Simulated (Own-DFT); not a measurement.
Simulation results for GaP (zincblende, atoms displaced), GaP (zincblende, strained, atoms displaced), GaAs (zincblende with one plane slipped along a stacking-fault path, atoms displaced)

All values are calculated (Own-DFT development build). A calculation, not a measurement: plane-wave PBE density functional theory by an unreviewed code, no spin, of a simulated periodic cell, stress positive in tension, free energy of the whole cell less one offset for each atom, forces on such cells passed a denser k mesh, this cell's mesh not checked; offsets are fitted by least squares, one for each functional and potential file, so energies compare only between cells with the same atoms and settings and are not formation energies; the far tail of each file's local potential was reset to the Coulomb form; each entry is a single point on an unrelaxed cell, so the pressure reflects the starting lattice, mostly measured values (interpolated for alloys), from which strain is counted, and rises with the displacements; printed positions are rounded, which can move forces by about a meV/angstrom; the program, named Own-DFT, is a retired in-house code; no spin-orbit coupling.

Settings shared by all entries: functional PBE; potential files PseudoDojo norm-conserving, scalar-relativistic, standard set; wave cutoff 42 hartree; occupations Fermi-Dirac; smearing width 0.1 eV.

(1) GaP (zincblende, atoms displaced)

```
GaP
1.0
     10.9010     0.0000     0.0000
      0.0000    10.9010     0.0000
      0.0000     0.0000    10.9010
Ga P Ga P Ga P Ga P Ga P Ga P Ga P Ga P
4 4 4 4 4 4 4 4 4 4 4 4 4 4 4 4
Direct
  0.00848 0.00636 0.00507
  0.00515 0.25431 0.24879
  0.25121 0.98368 0.25119
  0.24683 0.25019 0.00483
  0.12078 0.10175 0.13470
  0.10935 0.35897 0.38194
  0.36444 0.11789 0.38491
  0.36955 0.37477 0.11817
  0.99944 0.99807 0.48799
  0.00042 0.25986 0.76596
  0.26319 0.99191 0.73763
  0.24654 0.25898 0.48821
  0.13375 0.13147 0.62132
  0.10290 0.38742 0.87351
  0.38583 0.11132 0.87297
  0.36787 0.36313 0.63675
  0.99082 0.50386 0.00024
  0.99536 0.74951 0.25067
  0.26184 0.49726 0.24882
  0.24872 0.72214 0.00232
  0.13127 0.62543 0.12582
  0.13740 0.87430 0.37175
  0.37916 0.61517 0.36837
  0.36173 0.87771 0.12554
  0.00156 0.50225 0.50974
  0.99617 0.73043 0.74081
  0.23886 0.48520 0.75518
  0.25044 0.75610 0.49700
  0.13246 0.63914 0.63269
  0.10844 0.88312 0.87759
  0.37932 0.63575 0.87562
  0.37883 0.89785 0.61956
  0.51815 0.00857 0.01044
  0.48728 0.25951 0.25374
  0.75698 0.00497 0.24808
  0.74889 0.25990 0.99184
  0.61715 0.11815 0.11114
  0.59204 0.36424 0.37020
  0.87135 0.12259 0.37368
  0.87829 0.37031 0.11665
  0.50019 0.01014 0.49617
  0.51138 0.23327 0.75813
  0.73235 0.99592 0.74334
  0.74994 0.25796 0.51147
  0.64697 0.13499 0.62381
  0.62915 0.36765 0.86174
  0.86889 0.12713 0.87573
  0.87420 0.38753 0.62318
  0.50391 0.49428 0.00267
  0.50874 0.74998 0.25070
  0.75159 0.49387 0.24761
  0.74358 0.73615 0.00288
  0.63258 0.63425 0.11368
  0.61909 0.86222 0.36448
  0.86835 0.62309 0.36793
  0.89007 0.89036 0.12464
  0.50826 0.49130 0.48817
  0.49188 0.75571 0.75148
  0.76921 0.51221 0.74001
  0.74799 0.76723 0.49772
  0.61304 0.62532 0.62124
  0.62973 0.86931 0.88599
  0.86860 0.62298 0.87316
  0.88274 0.86889 0.63030
```

- k mesh: 3 x 3 x 3 centred on Gamma
- free energy of cell above offsets: -23.344 eV
- pressure: 5.51 GPa
- stress xx: -5.22 GPa
- stress yy: -5.25 GPa
- stress zz: -6.06 GPa
- stress yz: -1.54 GPa
- stress xz: 0.23 GPa
- stress xy: -1.14 GPa

Force:
| element | x (eV/Å) | y (eV/Å) | z (eV/Å) |
| --- | --- | --- | --- |
| Ga | -1.637 | 0.207 | -2.022 |
| Ga | -1.151 | -1.894 | -1.13 |
| Ga | 0.568 | 1.855 | 0.338 |
| Ga | -0.712 | -1.327 | -0.969 |
| P | 1.529 | 3.396 | 0.734 |
| P | 1.105 | 3.143 | -0.39 |
| P | 0.208 | 0.971 | -1.899 |
| P | 0.521 | 0.067 | 0.218 |
| Ga | 0.751 | 0.103 | 1.357 |
| Ga | -1.182 | -2.392 | -2.408 |
| Ga | -3.355 | 2.059 | 2.778 |
| Ga | 0.778 | -1.013 | 1.869 |
| P | -1.146 | -0.318 | 0.517 |
| P | 2.244 | -0.341 | 1.876 |
| P | -0.943 | 0.452 | 0.732 |
| P | 0.991 | 0.391 | -0.981 |
| Ga | 0.367 | 0.929 | 0.773 |
| Ga | 0.704 | 0.292 | -0.232 |
| Ga | -2.014 | -0.406 | 0.112 |
| Ga | 0.119 | 3.559 | -0.836 |
| P | -2.062 | -1.629 | 1.4 |
| P | -2.575 | -1.02 | 0.738 |
| P | 0.213 | 1.276 | 1.078 |
| P | 2.5 | -1.665 | -1.388 |
| Ga | 0.487 | 1.078 | -1.193 |
| Ga | -0.671 | 2.281 | 2.123 |
| Ga | 1.374 | 1.572 | -0.463 |
| Ga | 1.256 | -0.383 | 0.23 |
| P | 1.167 | -2.355 | -1.441 |
| P | 2.002 | -2.014 | -1.53 |
| P | -0.296 | -2.58 | -0.335 |
| P | 1.657 | -3.796 | -1.317 |
| Ga | -4.705 | -4.727 | -3.566 |
| Ga | -1.968 | -3.844 | -2.535 |
| Ga | -1.351 | -0.642 | -0.644 |
| Ga | -0.21 | -1.274 | 0.295 |
| P | 4.234 | 5.192 | 5.128 |
| P | 5.767 | 0.605 | 0.782 |
| P | 0.011 | 1.484 | 0.461 |
| P | -0.459 | 0.136 | 1.127 |
| Ga | 1.785 | -0.036 | -0.249 |
| Ga | -1.018 | 0.395 | -0.834 |
| Ga | 2.167 | -0.935 | 1.274 |
| Ga | 1.026 | 0.917 | -2.575 |
| P | -3.022 | -1.565 | 0.079 |
| P | 0.054 | 2.132 | 0.52 |
| P | 0.38 | -0.482 | -0.142 |
| P | 0.775 | -1.543 | 0.118 |
| Ga | 0.388 | 0.485 | -1.271 |
| Ga | -2.469 | -1.076 | -2.013 |
| Ga | -0.751 | -0.201 | -0.331 |
| Ga | 3.315 | 3.276 | -1.897 |
| P | -2.574 | -3.37 | 3.203 |
| P | 1.451 | 3.36 | 1.574 |
| P | 0.454 | 0.149 | 1.255 |
| P | -1.763 | -2.086 | 0.259 |
| Ga | -2.284 | 1.715 | 2.868 |
| Ga | 0.734 | 0.725 | -0.676 |
| Ga | -3.246 | -0.346 | -0.092 |
| Ga | 0.105 | -1.494 | 0.48 |
| P | 1.189 | 0.345 | 0.026 |
| P | -0.782 | 0.388 | -1.084 |
| P | 0.889 | 0.808 | 0.959 |
| P | -0.915 | 1.011 | -0.839 |

(2) GaP (zincblende, strained, atoms displaced)

```
GaP
1.0
     10.8620     0.0000     0.0000
      0.0000    10.8620     0.0000
      0.0000     0.0000    10.9361
Ga P Ga P Ga P Ga P Ga P Ga P Ga P Ga P
4 4 4 4 4 4 4 4 4 4 4 4 4 4 4 4
Direct
  0.00120 0.99981 0.00095
  0.99298 0.24043 0.24607
  0.25004 0.99532 0.24351
  0.24826 0.24391 0.99825
  0.12960 0.11978 0.12600
  0.12469 0.37445 0.37445
  0.37802 0.12666 0.37376
  0.37036 0.37735 0.12615
  0.00359 0.99420 0.50372
  0.00137 0.23819 0.75486
  0.24820 0.99456 0.75644
  0.24992 0.24355 0.49822
  0.11822 0.13604 0.62911
  0.12240 0.37093 0.87223
  0.37033 0.12218 0.87710
  0.37149 0.38018 0.63516
  0.99432 0.49832 0.99968
  0.99841 0.75199 0.25039
  0.25036 0.49832 0.25093
  0.24810 0.74593 0.99483
  0.13196 0.62660 0.13650
  0.11466 0.87718 0.36999
  0.36709 0.62779 0.37813
  0.37349 0.87068 0.12813
  0.99291 0.49503 0.50013
  0.00468 0.75380 0.75639
  0.24200 0.50236 0.75364
  0.25296 0.75316 0.51487
  0.12260 0.63430 0.63694
  0.12787 0.87492 0.87390
  0.37619 0.62087 0.87864
  0.37859 0.86840 0.63154
  0.50005 0.99361 0.99541
  0.50622 0.24327 0.26191
  0.74499 0.00492 0.24656
  0.75359 0.25374 0.00224
  0.62026 0.12625 0.13134
  0.62031 0.37682 0.36856
  0.87701 0.12025 0.36869
  0.87692 0.37471 0.12887
  0.49961 0.99879 0.49596
  0.49747 0.25417 0.75181
  0.75326 0.99269 0.74735
  0.75075 0.24580 0.50435
  0.62215 0.12214 0.62386
  0.62204 0.37387 0.87207
  0.88160 0.12667 0.87835
  0.87429 0.37312 0.62428
  0.49761 0.49635 0.99319
  0.50845 0.75771 0.24708
  0.73985 0.50649 0.25089
  0.74544 0.75002 0.99540
  0.62955 0.61904 0.12689
  0.62573 0.87810 0.37320
  0.86979 0.62463 0.37738
  0.87349 0.88835 0.11922
  0.50353 0.50188 0.50166
  0.49727 0.75688 0.75653
  0.74827 0.50445 0.74755
  0.74595 0.74400 0.50611
  0.62367 0.61196 0.62235
  0.62732 0.87376 0.87548
  0.88025 0.62208 0.87293
  0.87720 0.87865 0.63496
```

* hardware: one NVIDIA H100
* k mesh: 3 x 3 x 3 centred on Gamma
* free energy of cell above offsets: -32.601 eV
* pressure: 3.82 GPa
* stress xx: -4.06 GPa
* stress yy: -3.89 GPa
* stress zz: -3.52 GPa
* stress yz: 0.1 GPa
* stress xz: 0.29 GPa
* stress xy: 0.25 GPa
* wall time: 532 s

Force:
| element | x (eV/Å) | y (eV/Å) | z (eV/Å) |
| --- | --- | --- | --- |
| Ga | 0.69 | 0.277 | -0.303 |
| Ga | 1.154 | 0.715 | 0.163 |
| Ga | 0.103 | 0.193 | 1.035 |
| Ga | -0.043 | 0.852 | 0.448 |
| P | -0.601 | 0.492 | -0.315 |
| P | -0.351 | -0.465 | -0.044 |
| P | -0.998 | -1.085 | 0.335 |
| P | 0.761 | -0.947 | -0.16 |
| Ga | -0.432 | 0.976 | -0.016 |
| Ga | -0.796 | 2.034 | -0.005 |
| Ga | 0.243 | 0.928 | -1.158 |
| Ga | 0.087 | 1.106 | 0.427 |
| P | 1.481 | -2.348 | -1.06 |
| P | -0.108 | 0.15 | 0.659 |
| P | 0.871 | -0.06 | -0.351 |
| P | 0.016 | -0.356 | -1.291 |
| Ga | 1.126 | -0.052 | 0.6 |
| Ga | -0.828 | -0.222 | -0.493 |
| Ga | 0.156 | -0.115 | 0.592 |
| Ga | 0.191 | -0.037 | 0.9 |
| P | -1.222 | 0.077 | -1.506 |
| P | 1.723 | -0.195 | 1.036 |
| P | 1.104 | 0.218 | 0.074 |
| P | 0.338 | -0.056 | -1.071 |
| Ga | 0.842 | 0.568 | 0.03 |
| Ga | -0.801 | 0.022 | 0.075 |
| Ga | 0.315 | -0.017 | 0.127 |
| Ga | -0.913 | -0.409 | -1.446 |
| P | -0.139 | -1.145 | -1.402 |
| P | -0.488 | -0.046 | 1.041 |
| P | -0.301 | 0.613 | -0.66 |
| P | -0.136 | 1.779 | -0.489 |
| Ga | -0.392 | 0.643 | 0.898 |
| Ga | -0.907 | 0.973 | -1.386 |
| Ga | 0.465 | -0.29 | 0.273 |
| Ga | -0.472 | -0.211 | 0.046 |
| P | 0.135 | -0.044 | -1.541 |
| P | 0.763 | -0.06 | 1.458 |
| P | -0.604 | -0.165 | 1.386 |
| P | -0.623 | 0.446 | 0.089 |
| Ga | -0.224 | -0.12 | 0.461 |
| Ga | -0.263 | -0.78 | -0.209 |
| Ga | -0.594 | 1.571 | 0.833 |
| Ga | -0.023 | 0.245 | -0.97 |
| P | 0.045 | 0.012 | 0.518 |
| P | 0.922 | 0.067 | 0.339 |
| P | -1.38 | -0.745 | 0.112 |
| P | -0.077 | -0.403 | 0.866 |
| Ga | 0.227 | -0.215 | 1.209 |
| Ga | -0.759 | -1.198 | 0.354 |
| Ga | 1.537 | -1.145 | 0.572 |
| Ga | 1.078 | -0.449 | 0.744 |
| P | -1.33 | 1.278 | -1.44 |
| P | 0.578 | -0.329 | 0.565 |
| P | 0.315 | 0.2 | -0.256 |
| P | -0.511 | -1.78 | 0.507 |
| Ga | -1.618 | -0.803 | -0.879 |
| Ga | 0.582 | -1.663 | -0.072 |
| Ga | 0.598 | -0.936 | 0.379 |
| Ga | 0.259 | 0.687 | -0.085 |
| P | -0.103 | 2.219 | 1.007 |
| P | -0.098 | 0.252 | -0.343 |
| P | -0.842 | 0.645 | 0.12 |
| P | 0.274 | -1.345 | -1.328 |

(3) GaAs (zincblende with one plane slipped along a stacking-fault path, atoms displaced)

```
GaAs
1.0
      5.6533    -5.6533     0.0000
      0.0000     5.6533    -5.6533
     12.1546    12.1546     9.6106
Ga As Ga As Ga As Ga As Ga As Ga As Ga As Ga As Ga As Ga As Ga As Ga As Ga As Ga As Ga As Ga As Ga As Ga As Ga As Ga As Ga As Ga As Ga As Ga As
1 1 1 1 1 1 1 1 1 1 1 1 1 1 1 1 1 1 1 1 1 1 1 1 1 1 1 1 1 1 1 1 1 1 1 1 1 1 1 1 1 1 1 1 1 1 1 1
Direct
  0.99061 0.00347 0.99983
  0.97190 0.95399 0.11859
  0.14063 0.27288 0.16601
  0.12626 0.25139 0.28843
  0.27645 0.08198 0.33109
  0.25724 0.01315 0.45990
  0.08399 0.15089 0.49538
  0.05686 0.11171 0.62775
  0.19692 0.42187 0.66738
  0.20362 0.39100 0.79189
  0.36280 0.20417 0.83435
  0.33571 0.18013 0.95546
  0.00268 0.50001 0.00151
  0.99100 0.46953 0.12429
  0.13136 0.77945 0.17131
  0.12834 0.74356 0.29751
  0.28138 0.55929 0.33650
  0.27187 0.53702 0.45641
  0.09226 0.65710 0.50065
  0.06333 0.62402 0.62208
  0.21704 0.94189 0.66897
  0.19793 0.90480 0.79243
  0.35584 0.72596 0.83189
  0.33542 0.67328 0.95873
  0.50210 0.00440 0.00052
  0.47757 0.94889 0.11998
  0.63890 0.28906 0.16529
  0.62342 0.23542 0.29256
  0.78792 0.07804 0.33211
  0.77608 0.03058 0.45955
  0.57191 0.14812 0.49699
  0.55112 0.10881 0.62029
  0.72820 0.43379 0.66525
  0.70425 0.38713 0.79273
  0.84828 0.19666 0.82909
  0.83373 0.18702 0.95513
  0.49208 0.48970 0.99889
  0.48427 0.46130 0.12249
  0.63886 0.77600 0.15934
  0.62314 0.75552 0.28839
  0.78806 0.57374 0.33284
  0.76437 0.51613 0.45674
  0.57885 0.64959 0.49853
  0.55382 0.60916 0.62571
  0.70892 0.92050 0.67096
  0.70316 0.89838 0.79286
  0.85224 0.70139 0.83466
  0.83455 0.68477 0.95577
```

- k mesh: 4 x 4 x 2 centred on Gamma
- free energy of cell above offsets: -17.309 eV
- pressure: 4.06 GPa
- stress xx: -4.64 GPa
- stress yy: -4.71 GPa
- stress zz: -2.82 GPa
- stress yz: 0.19 GPa
- stress xz: -0.46 GPa
- stress xy: -0.45 GPa

Force:
| element | x (eV/Å) | y (eV/Å) | z (eV/Å) |
| --- | --- | --- | --- |
| Ga | -0.652 | -0.774 | -0.893 |
| As | 1.37 | 0.557 | 0.475 |
| Ga | -0.493 | -0.195 | -0.59 |
| As | -0.439 | 0.623 | -0.132 |
| Ga | 0.952 | -0.968 | 1.171 |
| As | -0.938 | -1.299 | 0.129 |
| Ga | 1.654 | 1.706 | -0.691 |
| As | -1.271 | -0.237 | -0.186 |
| Ga | 0.903 | -0.069 | -0.598 |
| As | -0.076 | 0.477 | -0.077 |
| Ga | 0.184 | 0.604 | -1.25 |
| As | 0.151 | 0.141 | 0.924 |
| Ga | -0.593 | 0.281 | -0.523 |
| As | -0.207 | 0.286 | 0.871 |
| Ga | 0.339 | -0.448 | -0.36 |
| As | -0.494 | 0.105 | -0.825 |
| Ga | 0.038 | -0.642 | -0.973 |
| As | -0.306 | -1.012 | 1.738 |
| Ga | -0.772 | 1.211 | -0.671 |
| As | 0.527 | 0.38 | 0.498 |
| Ga | 0.141 | -0.514 | -0.062 |
| As | -0.798 | -0.566 | 0.939 |
| Ga | 0.135 | -0.428 | 0.692 |
| As | 0.144 | -0.023 | -0.665 |
| Ga | -0.874 | -0.392 | -0.12 |
| As | 0.524 | 1.698 | -0.004 |
| Ga | 0.442 | -1.127 | 0.776 |
| As | -0.737 | 1.068 | -1.318 |
| Ga | 0.484 | -0.521 | 1.015 |
| As | -1.837 | -0.48 | 0.892 |
| Ga | 1.039 | 0.241 | -1.037 |
| As | 0.992 | 0.288 | 0.405 |
| Ga | -0.613 | 0.28 | 0.149 |
| As | -0.695 | -0.098 | -0.385 |
| Ga | 1.9 | 0.69 | -1.148 |
| As | 0.222 | -0.324 | 0.218 |
| Ga | 0.137 | -0.083 | -0.622 |
| As | -0.666 | 0.142 | 0.491 |
| Ga | 0.553 | 0.857 | 0.179 |
| As | -0.003 | -0.444 | 0.279 |
| Ga | -0.701 | -0.089 | 0.123 |
| As | -0.016 | -0.246 | 0.74 |
| Ga | 1.404 | 0.409 | -0.802 |
| As | -0.28 | -0.091 | 0.43 |
| Ga | -0.41 | -0.237 | -0.959 |
| As | -1.059 | -0.812 | 1.581 |
| Ga | 0.053 | 0.007 | -0.644 |
| As | 0.64 | 0.066 | 0.819 |
